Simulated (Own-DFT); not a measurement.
# Energy and forces against displacement in 4H SiC, 32 atoms (C16Si16)

These are calculations, not measurements. They come from Own-DFT, an in-house plane-wave density functional program, since retired, whose code no person has reviewed. Each row is one single-point run on a periodic cell that was not relaxed, without spin or spin-orbit coupling.

Settings of every run: PBE; PseudoDojo norm-conserving scalar-relativistic files; cutoff 42 hartree; 5 x 5 x 3 k mesh centred on Gamma; Fermi-Dirac smearing of 0.1 eV.

Known limits, some of them of some rows only: some atoms lie very close together; forces on such cells passed a denser k mesh, each cell not checked; stress not checked against mesh or cutoff.

Cell vectors in Å: (6.165, 0.000, 0.000); (-3.083, 5.339, 0.000); (0.000, 0.000, 10.068). In each run every atom was moved at random and independently from its ideal site; u is the rms move along one axis. E is the free energy for each atom above the fitted value at u = 0, and F the rms of the force components.

| run | u (Å) | E (meV/atom) | F (eV/Å) | largest force (eV/Å) | P (GPa) |
|---|---|---|---|---|---|
| 1 | 0.0284 | 26.5 | 0.826 | 2.05 | 3.68 |
| 2 | 0.0291 | 31.6 | 0.913 | 2.40 | 3.86 |
| 3 | 0.0590 | 127.4 | 1.777 | 7.82 | 5.84 |
| 4 | 0.0593 | 120.0 | 1.613 | 6.42 | 6.02 |
| 5 | 0.0953 | ? | ? | ? | ? |
| 6 | 0.1074 | 402.6 | 3.202 | 11.54 | 11.50 |

## Worked fit

For small independent moves the energy grows as E = (3/2) K u², with K the mean stiffness felt by one atom. The runs with u up to 0.11 Å give K = 23.5 ± 0.8 eV/Å², with residuals divided by u² + 0.0006 Å², since the noise grows with the moves. The scatter is 4.3 meV/atom at u = 0.05 Å. The forces follow F = G u with G = 29.6 eV/Å²; no force at u = 0 is resolved. G exceeds K because the moves of its neighbours add to the force on an atom, and stiffness differs between atoms. The pressure follows P = 3.28 + 718 u² GPa: at fixed volume, shortened bonds push harder than stretched ones pull.

## Withheld run

Question: what energy and rms force should run 5 give?

The fit gives 320 ± 17 meV/atom and about 2.82 eV/Å. The calculation gave 366.6 meV/atom and 3.737 eV/Å. This run lies off the fit, by chance or by something that the fit leaves out.
